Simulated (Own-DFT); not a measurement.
AlN (wurtzite, strained, atoms displaced) (calculated)

A calculation, not a measurement: plane-wave PBE density functional theory by an unreviewed code, no spin, of a simulated periodic cell, stress positive in tension, free energy of the whole cell less one offset for each atom, forces on such cells passed a denser k mesh, this cell's mesh not checked; offsets are fitted by least squares, one for each functional and potential file, so energies compare only between cells with the same atoms and settings and are not formation energies; the far tail of each file's local potential was reset to the Coulomb form; each entry is a single point on an unrelaxed cell, so the pressure reflects the starting lattice, mostly measured values (interpolated for alloys), from which strain is counted, and rises with the displacements; printed positions are rounded, which can move forces by about a meV/angstrom; the program, named Own-DFT, is a retired in-house code; no spin-orbit coupling. Program: Own-DFT development build.

Common to all runs: functional PBE; potential files PseudoDojo norm-conserving, scalar-relativistic, standard set; wave cutoff 42 hartree; occupations Fermi-Dirac; smearing width 0.1 eV; hardware one NVIDIA H100; k mesh 2 x 2 x 2 centred on Gamma.

```yaml
- entry: 1
  formula: AlN
  kind: "wurtzite, strained, atoms displaced"
  structure:
    cell_angstrom:
      - [12.6494, -0.0045, 0.0373]
      - [-6.3285, 10.6517, -0.1259]
      - [0.0298, -0.0991, 9.9548]
    atoms_fractional:
      - [Al, 0.08409, 0.16565, 0.00265]
      - [Al, 0.17182, 0.08618, 0.24247]
      - ["N", 0.09001, 0.1669, 0.19388]
      - ["N", 0.16781, 0.08413, 0.43356]
      - [Al, 0.08111, 0.17193, 0.50326]
      - [Al, 0.16735, 0.08069, 0.74612]
      - ["N", 0.08858, 0.1704, 0.68526]
      - ["N", 0.1709, 0.08234, 0.94159]
      - [Al, 0.07842, 0.41465, 0.99408]
      - [Al, 0.1653, 0.3285, 0.24597]
      - ["N", 0.08025, 0.41139, 0.2045]
      - ["N", 0.1612, 0.33346, 0.45164]
      - [Al, 0.07951, 0.41678, 0.5059]
      - [Al, 0.17369, 0.33576, 0.7468]
      - ["N", 0.09304, 0.41832, 0.68619]
      - ["N", 0.16892, 0.33532, 0.94281]
      - [Al, 0.08016, 0.6754, 0.99996]
      - [Al, 0.16516, 0.58061, 0.24649]
      - ["N", 0.08616, 0.67102, 0.19609]
      - ["N", 0.16258, 0.58863, 0.44213]
      - [Al, 0.08794, 0.67893, 0.49415]
      - [Al, 0.16192, 0.57741, 0.76105]
      - ["N", 0.08138, 0.66008, 0.69644]
      - ["N", 0.16461, 0.57037, 0.94052]
      - [Al, 0.08567, 0.91501, 0.99933]
      - [Al, 0.16855, 0.83591, 0.24853]
      - ["N", 0.08212, 0.91562, 0.18937]
      - ["N", 0.16909, 0.82474, 0.44018]
      - [Al, 0.0769, 0.91147, 0.49698]
      - [Al, 0.16693, 0.83397, 0.7523]
      - ["N", 0.0893, 0.92067, 0.69475]
      - ["N", 0.16743, 0.83439, 0.94746]
      - [Al, 0.3378, 0.16338, 0.99729]
      - [Al, 0.41266, 0.08413, 0.24467]
      - ["N", 0.33707, 0.17265, 0.18468]
      - ["N", 0.42166, 0.08561, 0.43689]
      - [Al, 0.33733, 0.16308, 0.50027]
      - [Al, 0.41842, 0.08493, 0.7514]
      - ["N", 0.3327, 0.16587, 0.69077]
      - ["N", 0.419, 0.08365, 0.93889]
      - [Al, 0.33728, 0.42601, 0.00184]
      - [Al, 0.42887, 0.33272, 0.25521]
      - ["N", 0.33061, 0.41734, 0.19767]
      - ["N", 0.41415, 0.32371, 0.43292]
      - [Al, 0.33293, 0.41377, 0.50151]
      - [Al, 0.40797, 0.32534, 0.73653]
      - ["N", 0.33116, 0.41634, 0.68767]
      - ["N", 0.4172, 0.33131, 0.93806]
      - [Al, 0.33096, 0.66605, 0.99206]
      - [Al, 0.42379, 0.59305, 0.2513]
      - ["N", 0.33605, 0.67309, 0.19286]
      - ["N", 0.42356, 0.58829, 0.44129]
      - [Al, 0.34149, 0.67549, 0.50233]
      - [Al, 0.41728, 0.57985, 0.74937]
      - ["N", 0.32175, 0.662, 0.6829]
      - ["N", 0.41709, 0.58994, 0.94444]
      - [Al, 0.3352, 0.91557, 0.99731]
      - [Al, 0.41777, 0.83569, 0.24411]
      - ["N", 0.33211, 0.91861, 0.19482]
      - ["N", 0.42509, 0.83293, 0.43338]
      - [Al, 0.33686, 0.91757, 0.49734]
      - [Al, 0.41385, 0.82127, 0.74771]
      - ["N", 0.332, 0.9139, 0.68454]
      - ["N", 0.42024, 0.83954, 0.94326]
      - [Al, 0.58724, 0.17097, 0.01124]
      - [Al, 0.66956, 0.08474, 0.25106]
      - ["N", 0.57844, 0.16671, 0.19014]
      - ["N", 0.65974, 0.07898, 0.44053]
      - [Al, 0.59543, 0.17086, 0.49639]
      - [Al, 0.66358, 0.08164, 0.74687]
      - ["N", 0.58569, 0.17323, 0.68874]
      - ["N", 0.67244, 0.08673, 0.94859]
      - [Al, 0.5816, 0.41127, 0.00175]
      - [Al, 0.66233, 0.33072, 0.25527]
      - ["N", 0.58207, 0.41276, 0.18173]
      - ["N", 0.67557, 0.33852, 0.44013]
      - [Al, 0.58006, 0.40747, 0.50204]
      - [Al, 0.66969, 0.33487, 0.75494]
      - ["N", 0.59101, 0.41932, 0.69465]
      - ["N", 0.66656, 0.33214, 0.94547]
      - [Al, 0.58539, 0.65839, 0.99887]
      - [Al, 0.65765, 0.58101, 0.25258]
      - ["N", 0.58165, 0.6716, 0.18778]
      - ["N", 0.66842, 0.58756, 0.43851]
      - [Al, 0.57532, 0.65659, 0.49806]
      - [Al, 0.6803, 0.59083, 0.75037]
      - ["N", 0.57946, 0.66292, 0.69149]
      - ["N", 0.66019, 0.58703, 0.94292]
      - [Al, 0.57935, 0.91745, 0.00293]
      - [Al, 0.66483, 0.82957, 0.24735]
      - ["N", 0.58789, 0.91664, 0.19959]
      - ["N", 0.66271, 0.83287, 0.43256]
      - [Al, 0.58295, 0.91017, 0.50013]
      - [Al, 0.66641, 0.82844, 0.74925]
      - ["N", 0.58894, 0.92265, 0.69137]
      - ["N", 0.66167, 0.82837, 0.94557]
      - [Al, 0.8285, 0.16257, 0.99466]
      - [Al, 0.92355, 0.08616, 0.23704]
      - ["N", 0.82866, 0.16585, 0.19016]
      - ["N", 0.91088, 0.08749, 0.44141]
      - [Al, 0.83924, 0.17767, 0.49858]
      - [Al, 0.91387, 0.08425, 0.75463]
      - ["N", 0.8368, 0.15518, 0.6889]
      - ["N", 0.92059, 0.0834, 0.94707]
      - [Al, 0.83584, 0.42213, 0.00139]
      - [Al, 0.91746, 0.34175, 0.25581]
      - ["N", 0.83261, 0.42168, 0.18961]
      - ["N", 0.91976, 0.33659, 0.44096]
      - [Al, 0.82282, 0.40617, 0.49123]
      - [Al, 0.91643, 0.33182, 0.75277]
      - ["N", 0.81999, 0.41155, 0.6892]
      - ["N", 0.90906, 0.32983, 0.93864]
      - [Al, 0.82959, 0.65961, 0.99658]
      - [Al, 0.90757, 0.58184, 0.24533]
      - ["N", 0.83265, 0.66091, 0.1887]
      - ["N", 0.91616, 0.58783, 0.44009]
      - [Al, 0.83613, 0.66058, 0.4921]
      - [Al, 0.91288, 0.58779, 0.75986]
      - ["N", 0.82893, 0.66105, 0.69527]
      - ["N", 0.91153, 0.58163, 0.94087]
      - [Al, 0.83871, 0.91949, 0.0016]
      - [Al, 0.90798, 0.82715, 0.25278]
      - ["N", 0.82918, 0.92336, 0.19022]
      - ["N", 0.91298, 0.82965, 0.43477]
      - [Al, 0.82933, 0.91615, 0.50286]
      - [Al, 0.91852, 0.84185, 0.75069]
      - ["N", 0.82364, 0.91486, 0.69168]
      - ["N", 0.91335, 0.83782, 0.93539]
  results:
    "free_energy_of_cell_above_offsets [eV]": "-51.067"
    "pressure [GPa]": 5.5
    "stress_xx [GPa]": -0.96
    "stress_yy [GPa]": -10.29
    "stress_zz [GPa]": -5.27
    "stress_yz [GPa]": -2.41
    "stress_xz [GPa]": 1.3
    "stress_xy [GPa]": -0.22
    force_element: [Al, Al, "N", "N", Al, Al, "N", "N", Al, Al, "N", "N", Al, Al, "N", "N", Al, Al, "N", "N", Al, Al, "N", "N", Al, Al, "N", "N", Al, Al, "N", "N", Al, Al, "N", "N", Al, Al, "N", "N", Al, Al, "N", "N", Al, Al, "N", "N", Al, Al, "N", "N", Al, Al, "N", "N", Al, Al, "N", "N", Al, Al, "N", "N", Al, Al, "N", "N", Al, Al, "N", "N", Al, Al, "N", "N", Al, Al, "N", "N", Al, Al, "N", "N", Al, Al, "N", "N", Al, Al, "N", "N", Al, Al, "N", "N", Al, Al, "N", "N", Al, Al, "N", "N", Al, Al, "N", "N", Al, Al, "N", "N", Al, Al, "N", "N", Al, Al, "N", "N", Al, Al, "N", "N", Al, Al, "N", "N"]
    "force_x [eV/angstrom]": [1.191, 0.129, -0.872, 0.065, 0.279, -0.627, -0.236, -0.539, 0.56, -0.09, -0.156, 1.275, 0.875, -1.381, -1.868, -0.213, 1.262, 0.214, -0.847, 1.502, 0.174, -0.248, -1.185, -1.279, -1.5, -0.367, -0.315, -1.218, 1.172, 0.694, -1.089, 0.563, -1.282, 0.395, 0.41, 0.18, -1.165, 0.539, 0.452, 0.77, 0.401, -3.02, 1.461, 0.355, -0.969, 1.442, 1.549, -0.595, 0.093, -1.614, -0.215, -1.946, -1.513, -0.676, 1.882, 0.849, -0.58, 0.421, 0.476, -1.655, 0.586, -0.359, 0.295, -0.609, 0.194, -0.478, 0.76, 1.924, -2.288, 0.353, 0.299, -2.443, -0.84, 0.617, 0.593, -3.754, 0.099, -1.515, -1.561, 0.397, -4.128, 0.9, 1.514, 0.193, 1.805, -4.218, 0.806, 4.787, 2.181, -0.194, -1.541, 1.549, -0.129, -1.62, -0.546, 0.533, 1.425, -1.714, 1.156, 1.764, -0.312, 2.464, -3.181, -0.601, -0.32, 0.361, 0.094, -1.445, 3.725, -0.233, 3.385, 0.803, -1.773, 2.558, -2.459, 1.768, -2.527, 1.586, 2.209, 0.937, -2.164, 0.397, 1.879, -0.181, -0.562, -0.047, 2.44, 2.032]
    "force_y [eV/angstrom]": [0.627, -0.343, -0.913, -0.312, -1.699, 2.109, -1.623, -0.006, -2.3, 1.884, 0.065, 0.928, 1.861, -0.561, -1.195, -0.182, -2.379, 1.179, -1.604, -0.544, -6.098, 0.678, 0.864, 3.32, 0.671, 0.11, -0.522, 5.944, 1.166, -0.571, -2.326, 0.603, 1.136, 0.445, -1.252, 0.183, -1.18, -0.215, -1.813, -0.294, -1.988, 0.296, 0.56, 1.634, 0.256, 3.081, -0.221, 0.629, 0.454, -1.281, -1.822, -1.754, -2.0, 0.899, -0.588, -0.614, 0.727, 0.903, -0.46, 0.689, -0.322, 2.829, 0.057, -1.589, -0.826, -0.448, -0.292, 1.072, -0.994, 1.713, -1.526, -1.026, 0.449, 0.827, 0.799, -2.043, 1.603, -0.477, -0.678, 0.86, 3.168, 0.504, -2.321, -1.709, 2.557, -2.156, -0.337, -2.513, -0.087, 2.26, 0.01, -1.032, 1.32, 0.493, -3.134, 0.927, 0.865, 0.934, 1.245, -0.532, -2.986, -0.553, 2.712, 0.729, -2.091, -1.374, -1.841, 0.538, 4.092, 0.107, 1.168, 0.961, 1.717, 1.283, 0.741, -1.711, 1.015, -1.266, 3.022, 0.971, -1.08, 1.525, -2.232, 0.295, 0.446, -0.855, 0.224, -1.247]
    "force_z [eV/angstrom]": [-0.586, 0.936, -1.269, 1.116, -1.424, 0.9, 2.017, -0.328, 1.895, 1.836, -2.36, -1.707, -1.543, 0.774, 2.164, -0.313, 1.177, 1.378, -1.772, -0.269, 2.148, -2.746, 0.316, 0.909, 0.279, 0.507, 0.151, -1.206, -0.391, -0.556, -1.262, -1.497, -0.217, 0.84, 0.38, 0.271, -0.572, -0.848, -0.87, 0.402, 0.615, -2.266, -0.41, 2.688, -1.711, 2.655, 0.019, -0.458, 1.988, -0.188, -1.324, -0.071, -1.812, 0.317, 2.205, -1.234, 0.857, 0.872, -1.267, 0.935, -0.556, 0.055, 1.396, -1.062, -2.262, 0.123, 1.607, 0.162, 0.805, 0.852, 0.026, -1.588, -2.16, -1.659, 2.545, -1.353, 0.59, 0.504, -0.873, -0.138, 0.853, -1.035, -0.095, 0.366, 0.878, 0.61, -0.462, -1.155, 0.583, 0.152, -1.776, 1.667, -0.29, 1.315, -0.2, -0.65, 1.765, 2.289, -0.217, -0.681, 0.163, -0.09, 0.047, -0.753, 0.041, -1.346, 0.368, 0.415, 2.688, -1.454, -0.286, 0.377, 0.623, 1.624, -0.639, -0.785, 1.565, -2.895, -1.485, 0.741, 0.178, -1.692, -0.147, 1.934, -1.301, -0.736, -0.132, 0.973]
    "wall_time [s]": 404.5
- entry: 2
  formula: AlN
  kind: "wurtzite, strained, atoms displaced"
  structure:
    cell_angstrom:
      - [12.5152, 0.0042, 0.1465]
      - [-6.2539, 10.8431, -0.0107]
      - [0.1172, 0.0578, 9.8287]
    atoms_fractional:
      - [Al, 0.08294, 0.16939, 0.00329]
      - [Al, 0.16643, 0.08698, 0.24736]
      - ["N", 0.078, 0.16677, 0.1959]
      - ["N", 0.17018, 0.08372, 0.43842]
      - [Al, 0.09864, 0.17505, 0.49378]
      - [Al, 0.17036, 0.08488, 0.75326]
      - ["N", 0.08882, 0.17281, 0.68787]
      - ["N", 0.16311, 0.08171, 0.94478]
      - [Al, 0.0785, 0.41804, 0.99351]
      - [Al, 0.17797, 0.34021, 0.24685]
      - ["N", 0.08567, 0.41959, 0.18751]
      - ["N", 0.17186, 0.33445, 0.42748]
      - [Al, 0.08864, 0.42154, 0.50466]
      - [Al, 0.16611, 0.33835, 0.75818]
      - ["N", 0.08398, 0.42126, 0.68927]
      - ["N", 0.172, 0.33207, 0.94346]
      - [Al, 0.08627, 0.66479, 0.99916]
      - [Al, 0.16026, 0.57876, 0.24963]
      - ["N", 0.08461, 0.66942, 0.18841]
      - ["N", 0.16703, 0.59225, 0.44429]
      - [Al, 0.08624, 0.66297, 0.50159]
      - [Al, 0.15876, 0.58418, 0.74344]
      - ["N", 0.08318, 0.66661, 0.69309]
      - ["N", 0.1627, 0.58501, 0.93382]
      - [Al, 0.08448, 0.92026, 0.00741]
      - [Al, 0.17023, 0.83757, 0.24903]
      - ["N", 0.07948, 0.91833, 0.18585]
      - ["N", 0.16324, 0.83611, 0.44275]
      - [Al, 0.08792, 0.90904, 0.49809]
      - [Al, 0.17377, 0.8385, 0.76514]
      - ["N", 0.09127, 0.92225, 0.70147]
      - ["N", 0.17007, 0.83723, 0.94077]
      - [Al, 0.32979, 0.16717, 0.9987]
      - [Al, 0.41919, 0.08406, 0.25164]
      - ["N", 0.33605, 0.16583, 0.18523]
      - ["N", 0.42134, 0.0903, 0.43027]
      - [Al, 0.3318, 0.15723, 0.49646]
      - [Al, 0.41012, 0.07839, 0.75438]
      - ["N", 0.33808, 0.16406, 0.69398]
      - ["N", 0.41276, 0.08315, 0.94198]
      - [Al, 0.33302, 0.41731, 0.00399]
      - [Al, 0.42082, 0.33239, 0.24475]
      - ["N", 0.33406, 0.41314, 0.18603]
      - ["N", 0.41925, 0.33352, 0.44637]
      - [Al, 0.33791, 0.42113, 0.50031]
      - [Al, 0.415, 0.33463, 0.74893]
      - ["N", 0.33453, 0.42066, 0.69154]
      - ["N", 0.41542, 0.32524, 0.94186]
      - [Al, 0.33595, 0.67187, 0.99022]
      - [Al, 0.40892, 0.58012, 0.24667]
      - ["N", 0.33233, 0.66015, 0.18789]
      - ["N", 0.41148, 0.58, 0.43676]
      - [Al, 0.33411, 0.67048, 0.50356]
      - [Al, 0.40696, 0.57601, 0.74922]
      - ["N", 0.33687, 0.66476, 0.69785]
      - ["N", 0.41168, 0.58322, 0.94559]
      - [Al, 0.33355, 0.91646, 0.0016]
      - [Al, 0.40807, 0.82978, 0.24768]
      - ["N", 0.33168, 0.91991, 0.18438]
      - ["N", 0.42363, 0.8314, 0.45274]
      - [Al, 0.3248, 0.91588, 0.5002]
      - [Al, 0.41798, 0.83797, 0.74014]
      - ["N", 0.32849, 0.92199, 0.69948]
      - ["N", 0.42411, 0.8385, 0.93258]
      - [Al, 0.57957, 0.16786, 0.00084]
      - [Al, 0.66479, 0.08666, 0.25475]
      - ["N", 0.58501, 0.16371, 0.20087]
      - ["N", 0.67158, 0.08426, 0.43155]
      - [Al, 0.57936, 0.16012, 0.50215]
      - [Al, 0.66705, 0.07784, 0.74601]
      - ["N", 0.58493, 0.16737, 0.69062]
      - ["N", 0.66823, 0.08243, 0.93468]
      - [Al, 0.57967, 0.4128, 0.99781]
      - [Al, 0.66224, 0.32917, 0.24529]
      - ["N", 0.58546, 0.41211, 0.18328]
      - ["N", 0.6588, 0.33018, 0.43182]
      - [Al, 0.58511, 0.41344, 0.50556]
      - [Al, 0.6717, 0.33618, 0.75492]
      - ["N", 0.58231, 0.41919, 0.69616]
      - ["N", 0.66959, 0.33136, 0.9331]
      - [Al, 0.57901, 0.66765, 0.99857]
      - [Al, 0.67119, 0.58612, 0.24079]
      - ["N", 0.5883, 0.66812, 0.19695]
      - ["N", 0.65885, 0.57773, 0.43605]
      - [Al, 0.58001, 0.66804, 0.50029]
      - [Al, 0.66777, 0.57851, 0.74684]
      - ["N", 0.56784, 0.65116, 0.69789]
      - ["N", 0.66534, 0.57634, 0.93949]
      - [Al, 0.57918, 0.90718, 0.99152]
      - [Al, 0.67235, 0.83484, 0.25371]
      - ["N", 0.57781, 0.91638, 0.18966]
      - ["N", 0.66542, 0.83468, 0.43486]
      - [Al, 0.58262, 0.91028, 0.4998]
      - [Al, 0.6689, 0.83493, 0.75239]
      - ["N", 0.57822, 0.90443, 0.6891]
      - ["N", 0.66267, 0.83413, 0.94365]
      - [Al, 0.82872, 0.16683, 0.99753]
      - [Al, 0.91936, 0.07934, 0.25032]
      - ["N", 0.83548, 0.17649, 0.20002]
      - ["N", 0.91684, 0.08158, 0.43781]
      - [Al, 0.83361, 0.16744, 0.49878]
      - [Al, 0.90988, 0.08728, 0.75585]
      - ["N", 0.83981, 0.16328, 0.68345]
      - ["N", 0.91721, 0.08702, 0.94235]
      - [Al, 0.83424, 0.41701, 0.00117]
      - [Al, 0.92418, 0.34058, 0.24969]
      - ["N", 0.83011, 0.4145, 0.19452]
      - ["N", 0.9208, 0.33426, 0.43562]
      - [Al, 0.84167, 0.41896, 0.49689]
      - [Al, 0.91931, 0.32742, 0.76237]
      - ["N", 0.83308, 0.41257, 0.68721]
      - ["N", 0.90248, 0.32716, 0.94166]
      - [Al, 0.839, 0.66968, 0.99773]
      - [Al, 0.91597, 0.57777, 0.25796]
      - ["N", 0.83658, 0.67049, 0.18616]
      - ["N", 0.91935, 0.5837, 0.44093]
      - [Al, 0.83091, 0.66418, 0.49573]
      - [Al, 0.91618, 0.57995, 0.74765]
      - ["N", 0.84155, 0.66917, 0.69025]
      - ["N", 0.91581, 0.58039, 0.94225]
      - [Al, 0.83336, 0.91769, 0.99966]
      - [Al, 0.91175, 0.83695, 0.25067]
      - ["N", 0.83535, 0.91365, 0.18914]
      - ["N", 0.91211, 0.83615, 0.4402]
      - [Al, 0.83344, 0.91519, 0.50443]
      - [Al, 0.90861, 0.83211, 0.74098]
      - ["N", 0.83493, 0.91012, 0.68936]
      - ["N", 0.91862, 0.83687, 0.94633]
  results:
    "free_energy_of_cell_above_offsets [eV]": "-52.564"
    "pressure [GPa]": 6.14
    "stress_xx [GPa]": -3.84
    "stress_yy [GPa]": -2.49
    "stress_zz [GPa]": -12.1
    "stress_yz [GPa]": 1.5
    "stress_xz [GPa]": 3.0
    "stress_xy [GPa]": 1.42
    force_element: [Al, Al, "N", "N", Al, Al, "N", "N", Al, Al, "N", "N", Al, Al, "N", "N", Al, Al, "N", "N", Al, Al, "N", "N", Al, Al, "N", "N", Al, Al, "N", "N", Al, Al, "N", "N", Al, Al, "N", "N", Al, Al, "N", "N", Al, Al, "N", "N", Al, Al, "N", "N", Al, Al, "N", "N", Al, Al, "N", "N", Al, Al, "N", "N", Al, Al, "N", "N", Al, Al, "N", "N", Al, Al, "N", "N", Al, Al, "N", "N", Al, Al, "N", "N", Al, Al, "N", "N", Al, Al, "N", "N", Al, Al, "N", "N", Al, Al, "N", "N", Al, Al, "N", "N", Al, Al, "N", "N", Al, Al, "N", "N", Al, Al, "N", "N", Al, Al, "N", "N", Al, Al, "N", "N", Al, Al, "N", "N"]
    "force_x [eV/angstrom]": [0.229, 0.433, 1.889, 0.395, -2.079, -0.828, -0.47, 0.044, 0.786, -2.329, 0.54, -0.378, -0.078, 1.069, 0.222, -1.943, -1.846, 0.71, 0.266, 2.523, -2.996, 2.075, -0.509, 1.331, -0.289, -1.637, 0.903, 3.497, -4.769, -2.466, -0.765, 0.061, 0.237, -0.496, -0.484, 0.234, -0.724, 1.391, -1.219, 0.717, 0.974, -0.119, 1.129, -0.435, 0.173, 0.383, -0.619, -1.115, -0.791, 2.302, -2.093, -0.254, 0.702, 0.729, -2.478, 0.757, 0.304, 1.647, 0.744, -3.337, 1.719, -0.712, 2.227, -2.045, 0.892, 1.787, -1.421, -0.798, 0.706, -0.797, 0.059, -0.605, 0.727, 0.471, -0.67, 1.841, -0.822, -0.871, 1.178, -0.431, 1.23, -0.161, -1.409, 1.052, 0.281, -0.786, 2.252, -0.333, -0.884, -1.674, 0.648, 1.172, 0.534, -0.175, 0.972, 2.434, -0.041, -2.394, 0.724, 0.548, 0.872, 4.02, -2.573, -0.251, -1.688, -0.865, 0.799, 0.563, -1.608, -1.503, 0.921, 2.685, -0.867, -0.892, 0.722, 0.214, -0.616, -0.019, -1.242, 0.711, 0.014, 2.108, -1.647, 2.014, -0.859, 4.153, -3.188, -0.248]
    "force_y [eV/angstrom]": [-0.852, -0.474, 1.151, -1.022, -1.359, 0.4, -0.133, 0.999, -0.158, -1.559, -0.064, 1.498, -1.171, -0.911, -0.97, 0.751, 0.923, 1.341, -0.305, -1.859, 1.811, 0.392, 1.209, -0.654, -0.755, -0.557, 0.101, -2.371, 2.904, -1.126, -1.479, -0.848, -1.157, 0.152, 0.054, -2.614, 2.383, 2.138, 0.741, -0.138, -0.108, -0.102, 0.877, -0.583, -1.253, -0.614, -1.81, 2.01, -0.594, 0.256, 1.379, 1.228, -1.433, 0.966, 0.672, -0.442, 0.44, 0.2, -0.575, 0.683, 0.79, -1.2, -1.321, -0.89, -0.766, -1.057, 0.576, -0.838, 1.478, 0.592, -0.916, -0.501, -0.009, 0.335, 0.82, 0.048, 0.145, -0.87, -1.305, 0.173, -0.906, -1.133, -0.21, 0.957, -1.034, 1.203, 2.674, 1.582, 3.024, -0.136, -0.23, -0.538, 1.979, -2.068, 2.267, -0.642, -1.058, 0.607, -1.671, 0.124, -0.17, -1.367, 1.101, -0.137, 0.265, -1.378, 0.575, 0.822, -1.438, 0.452, 0.445, 1.112, -0.43, 1.143, -0.399, 0.392, 0.184, 0.023, -0.879, 0.449, -0.249, -1.287, 1.408, -1.095, 1.239, -0.119, 1.977, -0.323]
    "force_z [eV/angstrom]": [-0.119, -0.328, -0.886, 0.008, 0.656, -0.426, 0.815, 0.145, 0.744, -1.041, -0.427, 2.765, -2.035, -1.852, 1.556, 0.43, -0.131, -0.379, 1.062, -0.781, 0.623, 0.717, -0.443, 0.38, -2.587, -0.731, 3.079, -1.448, 2.053, -2.903, -1.617, 3.164, -0.209, -2.328, 1.302, 2.68, 0.818, 0.099, -0.719, 0.677, -1.62, 1.087, 1.001, -0.675, -0.403, -0.144, 0.073, -0.392, 0.438, 0.152, -0.195, 0.539, 0.111, 1.278, -0.947, -0.395, -1.609, 0.219, 2.201, -1.514, 0.413, 0.709, -2.234, 0.322, -0.246, -2.411, -2.465, 4.162, -0.921, -0.352, 0.403, 0.591, -0.943, 0.559, 0.615, 1.92, -0.905, -2.565, -0.386, 3.03, 0.319, 0.564, -1.212, 0.785, -0.239, 0.546, -0.956, 0.343, 2.114, -2.001, 0.071, 2.404, -0.68, -0.405, -0.059, -0.814, 2.27, 0.245, -1.731, 1.242, -2.002, -1.148, 1.163, 0.389, 0.475, -0.371, -0.405, 1.623, -0.22, -3.55, 0.593, 0.699, -0.263, -2.495, 1.42, 1.074, -0.178, 0.363, -0.469, -0.429, -0.126, -0.323, -0.231, 0.51, -1.471, 2.296, 0.757, -1.373]
    "wall_time [s]": 397.1
```
